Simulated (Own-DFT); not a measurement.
# From a pressure shift to a lattice shift: beta-Si3N4, 112 atoms (N64Si48)

Source: density functional calculations with Own-DFT, an unreviewed in-house program that is no longer used. Nothing was measured or relaxed, and spin and spin-orbit coupling are left out.

Limits: forces on such cells moved up to 12 meV/angstrom on a denser k mesh; stress not checked against mesh or cutoff.

Each geometry was run with PBE and with PBEsol, otherwise alike: PseudoDojo norm-conserving scalar-relativistic files made for PBE; cutoff 42 hartree; 2 x 2 x 4 k mesh centred on Gamma; Fermi-Dirac smearing of 0.1 eV. Unstrained cell vectors in Å: (15.212, 0.000, 0.000); (-7.606, 13.174, 0.000); (0.000, 0.000, 5.818). Each has a uniform strain, of which the change of volume is shown, and random moves of rms u per axis.

```
run  volume change (%)   u (Å)  P with PBE (GPa)  P with PBEsol (GPa)
  1              -0.98  0.0483             11.42                 9.00
  2              -0.51  0.0510              9.43                 7.01
  3              -2.96  0.0501             16.86                14.39
  4               0.50  0.0496              7.10                 4.70
  5               0.09  0.0505              7.84                 5.43
  6               1.09  0.0494              5.10                 2.71
  7              -2.81  0.0498             15.85                13.39
  8              -3.09  0.0496             16.88                14.41
  9              -0.99  0.0484             11.18                 8.75
 10              -3.64  0.0511             18.62                16.14
 11               0.08  0.0471              7.83                 5.43
 12              -0.49  0.0468              9.46                    ?
```

Asked: by how much does PBEsol shrink this cell, and what belongs in the blank?

## Answer

Write v for the change of volume as a fraction. Fitted to v and u², the PBE pressure has a slope of -284 ± 5 GPa in v, with the ions held to the strained lattice. The difference PBEsol less PBE is -2.41 + 2.0 v GPa (slope ± 0.1) and averages -2.43 GPa. Divided by the mean slope of the two, 283 GPa, that makes PBEsol's volume at a given pressure, near 10 GPa, about 0.9 % smaller, or 0.29 % in lengths. At one volume PBEsol's slope is the smaller by 2 GPa, but its pressure there is lower too. If stiffness rises by about 4 GPa for each GPa, PBEsol at equal pressure is stiffer by about 8 GPa. Files made for PBEsol would give a different shift.

For run 12 the line gives 7.04 GPa. Computed: 7.04 GPa.
